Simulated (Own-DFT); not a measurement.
## Calculated data, InAs (zincblende, strongly disordered by large displacements), GaP (zincblende, strongly disordered by large displacements)

Computed with Own-DFT development build. A calculation, not a measurement: plane-wave PBE density functional theory by an unreviewed code, no spin, of a simulated periodic cell, stress positive in tension, free energy of the whole cell less one offset for each atom, forces on such cells passed a denser k mesh, this cell's mesh not checked; broken bonds can close the gap or carry spin, so checks made on this kind of crystal may not hold here; offsets are fitted by least squares, one for each functional and potential file, so energies compare only between cells with the same atoms and settings and are not formation energies; the far tail of each file's local potential was reset to the Coulomb form; each entry is a single point on an unrelaxed cell, so the pressure reflects the starting lattice, mostly measured values (interpolated for alloys), from which strain is counted, and rises with the displacements; printed positions are rounded, which can move forces by about a meV/angstrom; the program, named Own-DFT, is a retired in-house code; no spin-orbit coupling.

Common to all runs: functional PBE; potential files PseudoDojo norm-conserving, scalar-relativistic, standard set; wave cutoff 42 hartree; occupations Fermi-Dirac; smearing width 0.1 eV; k mesh 3 x 3 x 3 centred on Gamma.

(1) 
```cif
# cell vector a (Å): 12.1166 0.0000 0.0000
# cell vector b (Å): 0.0000 12.1166 0.0000
# cell vector c (Å): 0.0000 0.0000 12.1166
data_InAs
_symmetry_space_group_name_H-M 'P 1'
_symmetry_Int_Tables_number 1
_cell_length_a 12.1166
_cell_length_b 12.1166
_cell_length_c 12.1166
_cell_angle_alpha 90.000
_cell_angle_beta 90.000
_cell_angle_gamma 90.000
_cell_volume 1778.86
loop_
_atom_site_label
_atom_site_type_symbol
_atom_site_fract_x
_atom_site_fract_y
_atom_site_fract_z
_atom_site_occupancy
In1 In 0.02671 0.99517 0.98463 1
In2 In 0.00735 0.26489 0.27600 1
In3 In 0.22997 0.01616 0.24077 1
In4 In 0.25576 0.28428 0.00549 1
As1 As 0.12009 0.11788 0.12896 1
As2 As 0.12118 0.38298 0.38695 1
As3 As 0.38458 0.12807 0.40061 1
As4 As 0.36288 0.39382 0.11293 1
In5 In 0.98443 0.99038 0.50641 1
In6 In 0.99225 0.23918 0.72150 1
In7 In 0.24482 0.99297 0.75373 1
In8 In 0.24944 0.23735 0.49502 1
As5 As 0.12576 0.14100 0.63674 1
As6 As 0.12903 0.36489 0.87553 1
As7 As 0.36561 0.12423 0.88484 1
As8 As 0.38192 0.39125 0.63815 1
In9 In 0.00427 0.51940 0.01256 1
In10 In 0.00714 0.75879 0.25886 1
In11 In 0.26753 0.48872 0.24157 1
In12 In 0.24561 0.75548 0.98916 1
As9 As 0.15211 0.61582 0.12116 1
As10 As 0.15618 0.88917 0.35218 1
As11 As 0.35505 0.61672 0.35551 1
As12 As 0.38204 0.86774 0.10940 1
In13 In 0.96972 0.50111 0.47521 1
In14 In 0.99924 0.73954 0.73232 1
In15 In 0.27010 0.51650 0.76344 1
In16 In 0.24869 0.76113 0.49072 1
As13 As 0.12112 0.65208 0.62511 1
As14 As 0.11187 0.86533 0.87848 1
As15 As 0.35425 0.62526 0.88488 1
As16 As 0.36380 0.88938 0.62936 1
In17 In 0.48235 0.00632 0.01685 1
In18 In 0.50059 0.23702 0.23587 1
In19 In 0.75944 0.01259 0.22801 1
In20 In 0.73497 0.26261 0.00295 1
As17 As 0.64876 0.12743 0.13203 1
As18 As 0.61083 0.38435 0.37600 1
As19 As 0.87928 0.10096 0.39434 1
As20 As 0.87545 0.36960 0.11466 1
In21 In 0.48847 0.98150 0.51434 1
In22 In 0.47715 0.24477 0.76850 1
In23 In 0.75418 0.97931 0.75189 1
In24 In 0.75366 0.23297 0.51528 1
As21 As 0.61389 0.12180 0.62246 1
As22 As 0.63510 0.35395 0.85848 1
As23 As 0.87178 0.12391 0.89359 1
As24 As 0.86225 0.40808 0.61870 1
In25 In 0.50995 0.49258 0.98552 1
In26 In 0.49680 0.76034 0.27594 1
In27 In 0.76229 0.49632 0.23568 1
In28 In 0.75164 0.78664 0.98694 1
As25 As 0.62522 0.61511 0.13238 1
As26 As 0.62850 0.87265 0.37355 1
As27 As 0.87065 0.62507 0.35554 1
As28 As 0.86957 0.87740 0.13362 1
In29 In 0.47522 0.49633 0.51607 1
In30 In 0.49794 0.75269 0.75234 1
In31 In 0.72980 0.49907 0.75123 1
In32 In 0.73035 0.73609 0.50514 1
As29 As 0.60717 0.61914 0.63756 1
As30 As 0.61374 0.86379 0.87191 1
As31 As 0.86766 0.61877 0.89807 1
As32 As 0.87769 0.88893 0.62929 1
_calc_hardware 'one NVIDIA H200'
_calc_free_energy_of_cell_above_offsets '-9.320'  # eV
_calc_pressure 7.49  # GPa
_calc_stress_xx -7.23  # GPa
_calc_stress_yy -7.47  # GPa
_calc_stress_zz -7.77  # GPa
_calc_stress_yz 0.15  # GPa
_calc_stress_xz 0.22  # GPa
_calc_stress_xy 0.86  # GPa
_calc_wall_time 1137  # s
```

Force:
```
element  x (eV/Å)  y (eV/Å)  z (eV/Å)
     In     -2.91     2.593     2.529
     In    -1.791    -2.246    -1.955
     In     5.356     1.008    -0.423
     In    -2.061    -4.072    -1.275
     As    -1.804       3.9    -2.151
     As     2.119     0.847      0.47
     As     0.555    -0.873    -2.772
     As     5.406    -1.395    -0.048
     In     4.894    -0.202    -0.081
     In    -3.459     3.107     3.356
     In    -1.254     1.121      1.16
     In    -0.761     1.909      1.15
     As     2.531    -3.538    -2.286
     As    -1.817     1.648    -1.693
     As    -1.119    -0.284     0.903
     As      -2.8    -3.474     2.042
     In       0.7     -1.81    -0.422
     In     0.783    -0.326    -0.765
     In    -3.668         0     1.965
     In    -0.248     0.646     1.422
     As    -1.412     1.438     0.828
     As    -3.453    -3.068     3.702
     As     1.952     2.188      3.38
     As    -1.295     -1.08      2.55
     In     1.938     0.497     1.124
     In    -3.626      1.77     3.442
     In    -4.011    -3.014    -3.182
     In      0.09    -0.599      0.18
     As     3.114    -3.776     -2.99
     As     1.394     -1.86    -2.991
     As     4.665     2.079     1.767
     As    -0.419    -3.004     0.792
     In     2.324     1.239    -1.279
     In    -0.537     1.403     1.329
     In     1.716    -1.785     3.878
     In     1.708    -0.845     0.279
     As    -3.965     1.501    -2.361
     As     0.831    -0.706    -0.103
     As    -1.853     3.218    -3.038
     As     1.479    -0.116     0.855
     In     2.641     1.325     -1.77
     In     1.181     0.069    -1.881
     In     -1.78     2.497     1.489
     In    -0.404      1.44    -0.894
     As    -0.192     -0.52      1.56
     As    -1.922     0.592    -0.053
     As     0.168    -0.203    -1.394
     As     0.181    -2.635      0.66
     In     0.461     0.846     0.371
     In    -0.889    -1.732     -2.22
     In    -1.464    -0.886     0.336
     In     0.902    -2.656     1.629
     As    -0.657     1.433    -0.938
     As     0.719     1.691     0.913
     As    -0.764     1.994     0.364
     As      2.05    -0.636    -1.138
     In     2.368     2.231    -4.071
     In    -2.073    -0.603    -0.152
     In     1.474     1.048     0.909
     In     1.087     0.293     -0.11
     As    -0.044     0.357     -1.15
     As    -0.736     2.717     0.078
     As    -0.855     1.208    -2.044
     As    -0.744    -3.912     0.221
```

(2) 
```cif
# cell vector a (Å): 12.1166 0.0000 0.0000
# cell vector b (Å): 0.0000 12.1166 0.0000
# cell vector c (Å): 0.0000 0.0000 12.1166
data_InAs
_symmetry_space_group_name_H-M 'P 1'
_symmetry_Int_Tables_number 1
_cell_length_a 12.1166
_cell_length_b 12.1166
_cell_length_c 12.1166
_cell_angle_alpha 90.000
_cell_angle_beta 90.000
_cell_angle_gamma 90.000
_cell_volume 1778.86
loop_
_atom_site_label
_atom_site_type_symbol
_atom_site_fract_x
_atom_site_fract_y
_atom_site_fract_z
_atom_site_occupancy
In1 In 0.02965 0.99286 0.99969 1
In2 In 0.96228 0.21730 0.26772 1
In3 In 0.24021 0.98878 0.24602 1
In4 In 0.23273 0.24978 0.99886 1
As1 As 0.13898 0.12897 0.17375 1
As2 As 0.13444 0.39501 0.38039 1
As3 As 0.34458 0.11120 0.41117 1
As4 As 0.36928 0.36647 0.10165 1
In5 In 0.00632 0.00229 0.49107 1
In6 In 0.99910 0.28431 0.75014 1
In7 In 0.25888 0.00385 0.75096 1
In8 In 0.26088 0.25000 0.49856 1
As5 As 0.12023 0.08770 0.62038 1
As6 As 0.12325 0.38477 0.90508 1
As7 As 0.41848 0.13171 0.88915 1
As8 As 0.38284 0.37352 0.61708 1
In9 In 0.98493 0.49984 0.01765 1
In10 In 0.98968 0.73479 0.25348 1
In11 In 0.24130 0.51443 0.24976 1
In12 In 0.25671 0.74153 0.01623 1
As9 As 0.11090 0.59700 0.15023 1
As10 As 0.12778 0.87125 0.36984 1
As11 As 0.38619 0.63739 0.37406 1
As12 As 0.39070 0.89613 0.12213 1
In13 In 0.99758 0.51220 0.49782 1
In14 In 0.99263 0.71925 0.70482 1
In15 In 0.26960 0.49914 0.74544 1
In16 In 0.24250 0.76828 0.48590 1
As13 As 0.14114 0.62952 0.63751 1
As14 As 0.12993 0.88730 0.86627 1
As15 As 0.37484 0.60002 0.88476 1
As16 As 0.39532 0.90516 0.63983 1
In17 In 0.49078 0.01339 0.99236 1
In18 In 0.48392 0.22954 0.26877 1
In19 In 0.77527 0.00406 0.29224 1
In20 In 0.74582 0.23615 0.02251 1
As17 As 0.64190 0.13983 0.11608 1
As18 As 0.61845 0.36800 0.37102 1
As19 As 0.84566 0.12994 0.38187 1
As20 As 0.88574 0.39836 0.12178 1
In21 In 0.49261 0.97427 0.48119 1
In22 In 0.49281 0.25119 0.72698 1
In23 In 0.74897 0.01199 0.72634 1
In24 In 0.74980 0.24712 0.51432 1
As21 As 0.62104 0.13729 0.64446 1
As22 As 0.61144 0.38989 0.85997 1
As23 As 0.86722 0.14393 0.88302 1
As24 As 0.86981 0.40036 0.63673 1
In25 In 0.50461 0.49808 0.97675 1
In26 In 0.52450 0.78469 0.25843 1
In27 In 0.74297 0.47905 0.25647 1
In28 In 0.74213 0.74570 0.02669 1
As25 As 0.62277 0.62178 0.14140 1
As26 As 0.63078 0.90322 0.36702 1
As27 As 0.89871 0.63577 0.38536 1
As28 As 0.87049 0.85172 0.10483 1
In29 In 0.49429 0.49965 0.50204 1
In30 In 0.48694 0.75935 0.74707 1
In31 In 0.75964 0.51202 0.76738 1
In32 In 0.74119 0.70702 0.48112 1
As29 As 0.62243 0.65206 0.62697 1
As30 As 0.59710 0.82758 0.86241 1
As31 As 0.88581 0.64454 0.88310 1
As32 As 0.87183 0.86551 0.63959 1
_calc_hardware 'one NVIDIA H200'
_calc_free_energy_of_cell_above_offsets '4.201'  # eV
_calc_pressure 9.88  # GPa
_calc_stress_xx -10.68  # GPa
_calc_stress_yy -9.56  # GPa
_calc_stress_zz -9.41  # GPa
_calc_stress_yz 1.2  # GPa
_calc_stress_xz 0.78  # GPa
_calc_stress_xy 0.44  # GPa
_calc_wall_time 1331  # s
```

Force:
```
element  x (eV/Å)  y (eV/Å)  z (eV/Å)
     In    -1.798     1.859     1.478
     In     4.109     3.951    -3.472
     In     2.982    -2.009     1.133
     In     1.166     -2.22     0.839
     As    -2.875     2.982      -3.1
     As    -0.965    -2.077      0.67
     As     2.942    -3.391    -3.691
     As     0.867     0.871     2.167
     In    -2.274    -1.796    -0.914
     In      0.52    -1.689     0.996
     In     0.333      1.07     1.591
     In     -3.79     3.269     2.144
     As     1.174     4.043     1.711
     As    -0.497     0.932    -2.842
     As    -5.949     6.335    -5.723
     As    -1.664     0.414    -0.113
     In     3.534     4.421    -5.291
     In     1.603     2.782    -2.807
     In     5.069    -2.426     1.818
     In    -0.666     0.264    -0.446
     As     -1.87     3.817    -3.206
     As     -2.76      0.47    -1.468
     As    -0.408     0.543    -0.382
     As    -1.057    -1.674     1.134
     In     1.934    -1.824     1.904
     In    -2.139      1.85     3.197
     In    -1.291    -0.996      0.44
     In     2.517    -1.857     2.555
     As     2.903      -1.6    -2.606
     As     0.821    -2.659    -0.552
     As    -1.989     4.011    -1.196
     As    -1.284    -1.616    -0.889
     In     5.399    -5.788     3.957
     In    -0.337     0.063    -1.249
     In     -2.73    -6.677    -8.778
     In     5.824     7.171     -5.78
     As    -6.918    -6.763     6.961
     As    -0.503    -0.768     1.606
     As     3.299     4.534      7.73
     As    -4.969    -6.411     5.057
     In    -0.562     2.388     1.314
     In    -0.463     1.192     3.177
     In     1.049    -1.308     2.821
     In    -1.167     2.106     1.259
     As     0.771    -1.612    -3.481
     As     2.394    -2.448    -1.217
     As     1.379    -1.179    -1.057
     As     0.237    -0.772    -2.144
     In     0.967    -0.478     4.302
     In    -2.106    -2.681    -2.038
     In     0.935     1.436    -0.616
     In    -3.516    -2.404    -3.462
     As    -0.881    -0.595     0.125
     As     1.485    -1.918     1.734
     As    -2.886      -1.6     -0.02
     As      4.13     4.295     3.429
     In     1.593     1.378    -0.534
     In    -5.553    -4.203    -4.233
     In    -1.298     1.132     0.576
     In    -0.137     2.612     0.009
     As    -0.807    -2.572     0.698
     As     6.769     5.244     7.051
     As     0.048    -0.277     0.199
     As    -0.645     0.852    -2.476
```

(3) 
```cif
# cell vector a (Å): 10.9010 0.0000 0.0000
# cell vector b (Å): 0.0000 10.9010 0.0000
# cell vector c (Å): 0.0000 0.0000 10.9010
data_GaP
_symmetry_space_group_name_H-M 'P 1'
_symmetry_Int_Tables_number 1
_cell_length_a 10.9010
_cell_length_b 10.9010
_cell_length_c 10.9010
_cell_angle_alpha 90.000
_cell_angle_beta 90.000
_cell_angle_gamma 90.000
_cell_volume 1295.39
loop_
_atom_site_label
_atom_site_type_symbol
_atom_site_fract_x
_atom_site_fract_y
_atom_site_fract_z
_atom_site_occupancy
Ga1 Ga 0.95998 0.00918 0.02289 1
Ga2 Ga 0.93757 0.33543 0.27504 1
Ga3 Ga 0.27277 0.97974 0.27940 1
Ga4 Ga 0.21554 0.25238 0.03329 1
P1 P 0.16824 0.10967 0.14160 1
P2 P 0.08509 0.34398 0.37595 1
P3 P 0.33895 0.12430 0.35765 1
P4 P 0.42743 0.42995 0.12441 1
Ga5 Ga 0.00250 0.00673 0.50445 1
Ga6 Ga 0.98876 0.24783 0.73385 1
Ga7 Ga 0.18885 0.98996 0.72249 1
Ga8 Ga 0.26117 0.33868 0.52414 1
P5 P 0.11406 0.13789 0.64279 1
P6 P 0.11701 0.37299 0.88352 1
P7 P 0.39613 0.14134 0.86767 1
P8 P 0.40672 0.40702 0.59860 1
Ga9 Ga 0.97250 0.55796 0.01496 1
Ga10 Ga 0.97352 0.76103 0.21825 1
Ga11 Ga 0.27185 0.49315 0.19726 1
Ga12 Ga 0.27499 0.73323 0.03002 1
P9 P 0.12314 0.64276 0.04257 1
P10 P 0.10654 0.86565 0.40028 1
P11 P 0.37752 0.63086 0.35682 1
P12 P 0.39229 0.85078 0.20835 1
Ga13 Ga 0.99565 0.48244 0.44110 1
Ga14 Ga 0.01124 0.73057 0.77723 1
Ga15 Ga 0.22215 0.50107 0.75709 1
Ga16 Ga 0.29655 0.73564 0.47457 1
P13 P 0.13705 0.64543 0.58751 1
P14 P 0.13876 0.87087 0.84378 1
P15 P 0.37059 0.66363 0.82747 1
P16 P 0.35563 0.85321 0.66463 1
Ga17 Ga 0.49604 0.98757 0.97519 1
Ga18 Ga 0.52820 0.23242 0.26452 1
Ga19 Ga 0.76651 0.96968 0.25823 1
Ga20 Ga 0.77637 0.27990 0.97580 1
P17 P 0.63366 0.10033 0.19896 1
P18 P 0.60340 0.33455 0.38827 1
P19 P 0.88836 0.13357 0.38883 1
P20 P 0.88444 0.43911 0.12966 1
Ga21 Ga 0.53900 0.04243 0.50138 1
Ga22 Ga 0.45852 0.28377 0.75121 1
Ga23 Ga 0.78085 0.00899 0.77063 1
Ga24 Ga 0.72676 0.22734 0.51006 1
P21 P 0.62372 0.14197 0.64911 1
P22 P 0.66117 0.37604 0.88081 1
P23 P 0.87761 0.14912 0.85957 1
P24 P 0.90459 0.38069 0.56624 1
Ga25 Ga 0.55044 0.50560 0.92935 1
Ga26 Ga 0.52505 0.72506 0.24145 1
Ga27 Ga 0.77827 0.46471 0.26920 1
Ga28 Ga 0.75558 0.73686 0.02819 1
P25 P 0.61870 0.60359 0.15273 1
P26 P 0.58532 0.85862 0.34373 1
P27 P 0.86791 0.63645 0.37134 1
P28 P 0.86004 0.87798 0.13889 1
Ga29 Ga 0.50537 0.52785 0.47265 1
Ga30 Ga 0.47906 0.73310 0.70587 1
Ga31 Ga 0.73814 0.50347 0.76015 1
Ga32 Ga 0.71792 0.78454 0.53221 1
P29 P 0.62356 0.56145 0.61601 1
P30 P 0.64128 0.90394 0.91766 1
P31 P 0.83313 0.61415 0.92771 1
P32 P 0.90394 0.90340 0.63154 1
_calc_hardware 'one NVIDIA H100'
_calc_free_energy_of_cell_above_offsets '39.770'  # eV
_calc_pressure 19.46  # GPa
_calc_stress_xx -21.53  # GPa
_calc_stress_yy -20.53  # GPa
_calc_stress_zz -16.31  # GPa
_calc_stress_yz -1.04  # GPa
_calc_stress_xz 1.54  # GPa
_calc_stress_xy 4.21  # GPa
_calc_wall_time 582.8  # s
```

Force:
```
element  x (eV/Å)  y (eV/Å)  z (eV/Å)
     Ga     3.023     1.722     -1.61
     Ga    -1.577    -6.533     -0.96
     Ga    -5.362    -3.636    -1.293
     Ga     2.392     2.906    -3.036
      P     -2.98    -3.292     1.652
      P     10.81    -4.472     0.789
      P     4.155     7.127     4.559
      P     4.205    -2.637    -2.513
     Ga     1.787     2.313    -1.228
     Ga     0.061     4.154    -0.001
     Ga     4.134     1.517    -1.915
     Ga    -6.761    -4.548    -3.604
      P     1.791     2.283     -4.81
      P    -1.127    -0.127     0.059
      P    -2.676     -1.36     1.868
      P     3.002     1.772     4.252
     Ga     3.128    -4.833     0.005
     Ga     5.111    -4.226     4.137
     Ga      -4.8     1.603     2.083
     Ga     6.426     4.643    -1.079
      P     0.723     0.191     3.921
      P     1.795    -1.265    -2.212
      P     1.572    -4.594    -4.894
      P     -1.64     0.981    -5.681
     Ga    -0.214     10.32     1.595
     Ga     -1.16    -0.646    -1.842
     Ga     0.648      1.35    -1.323
     Ga    -4.441     5.347     5.791
      P    -1.356    -2.009     1.142
      P    -1.369    -3.335     7.236
      P    -3.705    -4.526     6.666
      P      -4.2     5.225    -3.509
     Ga    -4.945     3.554     3.114
     Ga    -7.137    -0.495    -3.109
     Ga    -2.752     3.301     6.647
     Ga     3.778    -3.037     5.644
      P     1.497     -1.92    -4.784
      P     3.132     6.739     3.716
      P    -1.918    -0.029    -1.587
      P       0.9    -3.785     -7.15
     Ga    -2.848    -1.549    -2.416
     Ga     2.155    -0.039    -0.222
     Ga    -2.963    -2.111    -1.571
     Ga     3.584      1.25     -1.42
      P    -0.164    -0.866     3.841
      P    -2.255    -4.252    -4.186
      P     0.758    -0.178     3.641
      P    -3.924    -3.317     5.673
     Ga    -6.546     6.099     3.585
     Ga    -2.056    -3.339    -0.046
     Ga     -8.35     3.652     5.969
     Ga    -5.244     5.115     3.461
      P     4.057     -5.18    -4.662
      P     3.967     6.132     6.158
      P    -0.285     0.635    -0.179
      P      0.21    -0.358    -6.464
     Ga    -0.008     -1.51    -3.273
     Ga     9.877    -1.871     -3.03
     Ga     3.968     0.793    -1.312
     Ga     0.726    -0.492     -0.53
      P     1.264      4.31     0.973
      P     6.114    -4.251    -2.886
      P    -2.761     -1.01     -10.6
      P    -3.225    -3.409     2.761
```
